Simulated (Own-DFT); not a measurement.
# What a defect does to the pressure of its cell: C11b WSi2

Calculated, not measured: single-point runs of Own-DFT, a retired in-house plane-wave DFT program that no person has reviewed, on unrelaxed cells, without spin or spin-orbit coupling.

All runs used: PBE; PseudoDojo norm-conserving scalar-relativistic files; cutoff 50 hartree; 5 x 5 x 5 k mesh centred on Gamma; cold (Marzari-Vanderbilt) smearing of 0.2 eV.

Known weak points: forces on such cells failed a check on a denser k mesh; stress not checked against mesh or cutoff.

All runs share one cell, with vectors in Å (-2.148, -5.953, 3.409); (-6.444, 2.976, 1.136); (-2.553, -2.948, -6.757) and a volume of 403.2 Å³. The atoms are randomly displaced, by u rms on each axis. The defect's site can differ from row to row.

```
cell,formula,u (Å),P (GPa)
no defect,Si20W10,0.0204,4.49
no defect,Si20W10,0.0449,5.66
no defect,Si20W10,0.0515,5.72
one Si vacancy,Si19W10,0.0320,3.61
one Si vacancy,Si19W10,0.0325,3.70
one Si vacancy,Si19W10,0.0478,4.27
one W on a Si site,Si19W11,0.0287,9.86
one W on a Si site,Si19W11,0.0290,10.14
one W on a Si site,Si19W11,0.0435,11.16
one W on a Si site,Si19W11,0.0458,?
one Si on a W site,Si21W9,0.0272,6.39
one Si on a W site,Si21W9,0.0309,5.98
one Si on a W site,Si21W9,0.0479,7.29
one W vacancy,Si20W9,0.0311,4.16
one W vacancy,Si20W9,0.0337,3.31
one W vacancy,Si20W9,0.0484,4.65
```

## Analysis

P = P0 + c u² + a shift for each defect gives P0 = 4.17 GPa, c = 662 ± 120 GPa/Å² and a scatter of 0.32 GPa. The shifts, and each times the cell's volume:

- one W on a Si site: 5.44 ± 0.27 GPa, 13.7 eV
- one Si on a W site: 1.51 ± 0.26 GPa, 3.8 eV
- one W vacancy: -1.11 ± 0.26 GPa, -2.8 eV
- one Si vacancy: -1.27 ± 0.26 GPa, -3.2 eV

A positive shift means that the defect pushes the cell outwards. Shift times volume (160.2 GPa Å³ is 1 eV) depends little on the cell's size, so, taken for each site, it can be compared between cells at like pressure. The atoms around the defects weren't relaxed, which would change these numbers.

## Prediction

The question: what pressure belongs in the blank (one W on a Si site, u = 0.0458 Å)?

Estimate: 10.99 ± 0.38 GPa. Computed: 10.81 GPa.
